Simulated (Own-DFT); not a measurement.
# Response to strain: zincblende GaAs, 64 atoms (As32Ga32)

Everything here is calculated. The program is Own-DFT (plane waves, in-house, since retired, never reviewed by a person); positions were held fixed, and spin and spin-orbit coupling were off.

All runs used: PBE; PseudoDojo norm-conserving scalar-relativistic files; cutoff 42 hartree; 3 x 3 x 3 k mesh centred on Gamma; Fermi-Dirac smearing of 0.1 eV.

Limits: forces not confirmed at this smearing and k mesh; stress not checked against mesh or cutoff.

Unstrained cell vectors in Å: (11.307, 0.000, 0.000); (0.000, 11.307, 0.000); (0.000, 0.000, 11.307). The unstrained cell has measured lattice constants (interpolated for alloys), not those of this functional. That, the random moves and any unrelaxed bonds set the pressure at no strain. The cell is deformed uniformly in each run, and the atoms keep their fractional places. Each coordinate of each atom was shifted by a normal deviate of width 0.05 Å. Strains are tensor components in per cent; tension counts as positive stress, and P is minus the mean normal stress.

```
run  e_xx (%)  e_yy (%)  e_zz (%)  e_yz (%)  e_xz (%)  e_xy (%)  s_xx (GPa)  s_yy (GPa)  s_zz (GPa)  s_yz (GPa)  s_xz (GPa)  s_xy (GPa)  P (GPa)  E (meV/atom)
  1     -1.89     -0.12     -1.79     -0.58     -0.71      0.37       -7.64       -6.61       -7.71       -1.18       -1.25        0.64     7.32          48.8
  2     -1.85     -0.93      1.56     -0.89     -0.81     -0.12       -5.71       -5.35       -3.90       -1.75       -1.50        0.12     4.99          20.0
  3      1.35      0.92      1.62      1.49      1.95     -1.34       -1.58       -1.71       -1.43        2.57        3.07       -2.45     1.57          10.2
  4      0.86      0.84      0.60     -0.15      0.74      1.00       -2.21       -2.23       -2.40       -0.16        0.55        1.74     2.28           0.0
  5      0.16     -1.83     -1.20      1.04     -1.25      0.89       -6.06       -7.04       -6.74        2.10       -2.53        1.92     6.62          43.9
  6     -0.74      1.58     -1.83      0.00     -0.21     -0.96       -5.15       -3.81       -5.68        0.39        0.24       -1.57     4.88          26.4
  7      0.04     -1.43     -0.27     -0.12      0.31      1.33       -5.18       -5.98       -5.26       -0.52        1.59        2.28     5.47          29.3
  8      0.25     -1.88     -0.40      0.20     -0.46     -1.61       -5.35       -6.47       -5.61        0.83       -0.54       -2.78     5.81          37.2
  9      1.05      1.81      1.60     -1.15     -0.52      0.51       -1.24       -0.83       -1.06       -2.34       -0.90        0.47     1.04           4.7
 10     -0.67     -1.41     -1.36     -0.25      0.90      0.24       -6.67       -7.14       -7.17       -0.46        2.14        0.01     6.99          42.5
 11     -0.95      1.46      1.09      1.99      0.51      0.06       -3.61       -2.42       -2.65        2.20        0.40        0.33     2.89          12.8
 12     -1.80     -1.84     -1.62      0.32     -1.18      1.60       -9.00       -8.88       -8.70        1.53       -1.62        3.91     8.86          67.6
 13     -1.85     -1.20      1.23     -1.02      1.39     -0.81       -6.26       -5.99       -4.44       -1.54        2.58       -0.86     5.56          28.8
 14     -0.73     -0.46     -0.30     -1.04      0.76      1.93       -5.54       -5.52       -5.24       -2.37        1.15        2.85     5.43          34.8
 15     -0.58     -0.66     -0.45      1.48      1.42     -1.46           ?           ?           ?           ?           ?           ?        ?             ?
```

E is the free energy per atom, counted from the lowest run shown.

## Worked fit

Least squares on the runs shown: each stress against a constant and the strains, taken as fractions with shears doubled. Shear strains stay in the fit of a normal stress only where such slopes are resolved. The slopes, in GPa:

| stress | at no strain | per e_xx | per e_yy | per e_zz | scatter |
|---|---|---|---|---|---|
| s_xx | -4.3 | 108 ± 7 | 63 ± 6 | 65 ± 6 | 0.26 |
| s_yy | -4.3 | 57 ± 6 | 117 ± 5 | 60 ± 5 | 0.21 |
| s_zz | -4.3 | 54 ± 7 | 58 ± 5 | 119 ± 6 | 0.24 |

The slope of each shear stress on twice its own strain, from a fit on all six strains: yz 81 ± 8, xz 90 ± 9, xy 87 ± 5 GPa. These are stiffnesses along x, y and z of the frame in which the cell vectors are given, which need not be the crystal's axes. These are clamped-ion slopes: internal relaxation, where symmetry allows it, would soften some. Symmetry asks for nearly equal slopes across the diagonal; the mismatch is a measure of noise. A ninth of the table's sum, 78 ± 2 GPa, estimates the bulk modulus near the mean pressure of these runs, 5.0 GPa, so it lies above the value at zero pressure.

## Test on the hidden row

The question: what normal stresses and pressure should run 15 give?

Estimate: s_xx = -5.6, s_yy = -5.7, s_zz = -5.5 and P = 5.6 GPa. The hidden result is -5.65, -5.55, -5.54 and P = 5.58 GPa.
